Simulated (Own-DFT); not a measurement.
# Computed records: Hf36O71 (tetragonal hafnia with one neutral oxygen vacancy, atoms displaced)

All values are calculated (Own-DFT development build). A calculation, not a measurement: plane-wave PBE and HSE06 DFT by an unreviewed code, no spin, of a simulated cell at Gamma alone, so results move with cell size and shape, stress positive in tension, energies less offsets, not probed for a lower state with spin; hafnium file: forces about 75 meV/angstrom off all-electron values; oxygen file: force components 24 meV/angstrom off all-electron in a glass; k mesh not checked against a denser one; forces and stress are PBE's, HSE06 gives the energy alone, and its difference from PBE has offsets of its own; offsets are fitted by least squares, one for each functional and potential file, so energies compare only between cells with the same atoms and settings and are not formation energies; the far tail of each file's local potential was reset to the Coulomb form; each entry is a single point on an unrelaxed cell, so the pressure reflects the starting lattice, taken from the Materials Project, from which strain is counted, and rises with the displacements; printed positions are rounded, which can move forces by about a meV/angstrom; the program is a retired in-house code; no spin-orbit coupling.

Entry: Hf36O71 (tetragonal hafnia with one neutral oxygen vacancy, atoms displaced)

```
cell vectors (Å)
  10.7800     0.0000     0.0000
   0.0000    10.7800     0.0000
   0.0000     0.0000    10.4493
atoms (fractions of the cell vectors)
Hf  0.00661  0.00210  0.00502
Hf  0.16460  0.16650  0.26282
O   0.00415  0.15648  0.14113
O   0.16576  0.00714  0.35362
O   0.99543  0.17149  0.38531
O   0.15839  0.00080  0.09217
Hf  0.99672  0.99793  0.50340
Hf  0.16704  0.17198  0.75707
O   0.00134  0.16828  0.65973
O   0.16790  0.99098  0.84132
O   0.99767  0.17662  0.90612
O   0.17537  0.99155  0.59883
Hf  0.00106  0.31915  0.99882
Hf  0.16608  0.50493  0.25830
O   0.01341  0.50495  0.17247
O   0.17650  0.33292  0.34624
O   0.99365  0.49993  0.40836
O   0.18400  0.33446  0.09717
Hf  0.99520  0.34342  0.49988
Hf  0.16986  0.49497  0.73993
O   0.00237  0.51399  0.65310
O   0.15607  0.33861  0.84954
O   0.01267  0.49444  0.90036
O   0.17814  0.31590  0.61200
Hf  0.99138  0.67756  0.00500
Hf  0.16737  0.81867  0.25795
O   0.01680  0.82863  0.15276
O   0.99503  0.81923  0.41235
O   0.16975  0.68011  0.09492
Hf  0.00409  0.67353  0.50749
Hf  0.16978  0.83816  0.74948
O   0.99048  0.82899  0.65386
O   0.16836  0.65699  0.83997
O   0.99940  0.84053  0.90834
O   0.16587  0.66416  0.59320
Hf  0.33742  0.99798  0.00286
Hf  0.50492  0.17507  0.24316
O   0.33299  0.16872  0.15035
O   0.50124  0.99710  0.34935
O   0.33074  0.17086  0.40421
O   0.49889  0.00642  0.09223
Hf  0.32366  0.99566  0.50671
Hf  0.50061  0.17420  0.74693
O   0.32981  0.16514  0.65511
O   0.50355  0.00055  0.83277
O   0.33929  0.17738  0.91697
O   0.50769  0.01078  0.59562
Hf  0.33363  0.33363  0.98811
Hf  0.50366  0.49721  0.24419
O   0.32786  0.49803  0.13635
O   0.51010  0.33484  0.34650
O   0.34060  0.49424  0.39933
O   0.50376  0.32704  0.08555
Hf  0.33722  0.33547  0.49188
Hf  0.50033  0.50047  0.75937
O   0.34185  0.50359  0.65736
O   0.49365  0.34801  0.83840
O   0.34855  0.50959  0.89319
O   0.50656  0.32878  0.59534
Hf  0.33769  0.66944  0.99635
Hf  0.49545  0.82650  0.25607
O   0.33070  0.82096  0.14878
O   0.49849  0.65978  0.36013
O   0.33176  0.83314  0.39513
O   0.50049  0.66083  0.09448
Hf  0.32027  0.65831  0.49733
Hf  0.49940  0.82992  0.75989
O   0.32492  0.83603  0.65074
O   0.51411  0.66263  0.84251
O   0.31847  0.84578  0.90252
O   0.49979  0.65759  0.58934
Hf  0.67429  0.00960  0.01788
Hf  0.82768  0.16917  0.24913
O   0.65519  0.16954  0.16019
O   0.83114  0.00416  0.35700
O   0.66675  0.16558  0.41000
O   0.82388  0.00497  0.10822
Hf  0.67109  0.99625  0.48717
Hf  0.84308  0.17376  0.74261
O   0.66747  0.16442  0.64685
O   0.82990  0.00686  0.85122
O   0.66653  0.15727  0.90370
O   0.82758  0.00105  0.60648
Hf  0.67839  0.32528  0.99940
Hf  0.83444  0.50427  0.24367
O   0.66360  0.51177  0.15051
O   0.82611  0.34276  0.35559
O   0.65694  0.49661  0.40338
O   0.84583  0.32670  0.08845
Hf  0.67117  0.32365  0.50330
Hf  0.83424  0.49705  0.75245
O   0.66717  0.49286  0.66397
O   0.83296  0.33023  0.84560
O   0.66053  0.50272  0.90485
O   0.84160  0.34424  0.58054
Hf  0.66975  0.67390  0.99601
Hf  0.84145  0.82408  0.25499
O   0.67446  0.83074  0.17091
O   0.84519  0.67256  0.33279
O   0.68037  0.83720  0.39915
O   0.83721  0.65614  0.10578
Hf  0.65962  0.66703  0.50113
Hf  0.82633  0.84694  0.74919
O   0.66467  0.84088  0.64906
O   0.83652  0.67702  0.84766
O   0.66180  0.83287  0.89758
O   0.83186  0.66361  0.59078
```

- first functional: PBE
- second functional: HSE06
- exact exchange share: 0.25
- screening: 0.11 1/bohr
- exchange divergence: Gygi-Baldereschi
- potential files: PseudoDojo norm-conserving, scalar-relativistic, made for PBE, standard set
- wave cutoff: 48 hartree
- occupations: fixed
- k mesh: 1 x 1 x 1 centred on Gamma
- PBE energy of cell above offsets: -88.206 eV
- HSE06 less PBE above offsets: 0.527 eV
- PBE pressure: 5.48 GPa
- PBE stress xx: -5.07 GPa
- PBE stress yy: -5.67 GPa
- PBE stress zz: -5.71 GPa
- PBE stress yz: -0.09 GPa
- PBE stress xz: 0.75 GPa
- PBE stress xy: 0.49 GPa

Force:
```
element  x (eV/Å)  y (eV/Å)  z (eV/Å)
     Hf    -1.558     0.382    -0.864
     Hf     1.284     0.839    -2.586
      O    -1.148     1.026      1.52
      O    -0.618    -2.476     0.472
      O    -0.219     0.136     1.928
      O     3.453    -0.099     0.707
     Hf    -0.224      0.22    -0.318
     Hf      1.36     0.241    -0.483
      O     1.114    -0.684      -1.8
      O    -0.863     3.944     1.146
      O     0.233    -4.761    -2.902
      O    -4.835     0.333     0.796
     Hf     4.763     5.019     1.244
     Hf     2.862    -0.932    -1.162
      O    -2.715    -0.107    -1.748
      O    -0.825     1.318      1.02
      O     0.976     1.084    -0.325
      O    -3.542    -0.624    -0.017
     Hf      3.25    -1.152    -1.385
     Hf    -0.237     0.807     2.004
      O      -0.2    -1.562    -0.139
      O     1.508    -1.356    -0.092
      O    -2.108     0.835     1.425
      O    -1.547      1.88    -1.831
     Hf     2.832    -1.601    -2.127
     Hf     2.002     0.339    -0.832
      O    -3.436     0.527     0.469
      O     1.042     4.997     -2.28
      O    -0.499    -0.894     0.464
     Hf    -2.428    -3.782     1.509
     Hf    -1.132    -2.597     0.347
      O     1.543     0.802    -0.182
      O     0.293     1.895    -0.064
      O    -0.268    -0.752    -0.052
      O     0.363     0.117     0.163
     Hf    -0.986     2.066     0.591
     Hf    -6.049     -1.07     2.607
      O     0.268    -0.845     1.349
      O      0.31     -0.14    -1.321
      O     0.131     -0.89     0.095
      O      0.73    -0.867     0.564
     Hf     4.823     1.296    -1.482
     Hf     0.103    -1.233    -1.334
      O     0.609    -0.662      1.04
      O    -1.143     0.181     1.473
      O    -0.349    -4.578    -3.258
      O    -1.662    -0.442    -0.862
     Hf     0.124     4.242     2.768
     Hf    -1.018     0.644     0.349
      O     0.925     1.132     1.984
      O    -0.634    -0.497    -0.656
      O    -1.043     1.419    -0.393
      O     0.861     0.339     0.653
     Hf     0.529    -1.766      1.87
     Hf     0.617      1.81     -3.08
      O    -1.912    -0.209    -2.044
      O     0.618    -5.264     1.794
      O    -1.053    -0.541     0.791
      O    -1.386    -0.262    -0.285
     Hf    -1.762     -1.16     0.381
     Hf     0.159     0.306     0.297
      O     1.029      1.35     0.808
      O     0.102     1.381    -2.337
      O    -0.768    -0.859     0.615
      O     0.548     1.086     0.137
     Hf     3.637     0.555     0.079
     Hf     0.687      1.56    -2.555
      O     2.245    -0.685    -0.214
      O    -0.584     2.713     1.571
      O     1.584    -2.702    -0.585
      O    -0.754     1.051      1.17
     Hf    -2.615    -1.999    -3.347
     Hf      2.22    -0.281      1.61
      O     5.241     0.057    -2.486
      O     1.404    -0.158     -0.78
      O     0.544     0.053     -2.32
      O     3.123     0.229     0.984
     Hf    -2.185     0.293     2.651
     Hf    -3.372    -2.446     1.099
      O     1.697     1.598     1.276
      O     0.564     0.378     0.096
      O     -0.28     2.433     0.599
      O     2.071     0.297    -0.924
     Hf    -2.138     1.592    -1.329
     Hf    -0.209     0.062     1.614
      O     1.601     -1.26     0.121
      O     0.327    -1.359     -2.45
      O     0.975     1.089     0.177
      O    -3.142     0.351     2.505
     Hf    -1.631     1.995    -0.308
     Hf     0.069     2.481    -0.121
      O     1.276    -0.024    -0.678
      O    -0.568     0.531    -0.037
      O     1.632    -1.005     1.041
      O    -1.482    -0.644     3.747
     Hf    -0.532    -1.459      0.22
     Hf    -0.688      3.44    -0.764
      O     -1.24    -0.314    -2.118
      O     -0.52    -3.875     2.206
      O    -0.373    -2.438     0.231
      O    -0.503     0.874    -1.296
     Hf     0.331    -0.694    -0.086
     Hf    -0.462    -0.654     0.246
      O    -0.593    -0.929      0.32
      O    -0.132    -1.224     0.439
      O     0.224     1.351     1.247
      O    -0.655    -0.159     0.005
```
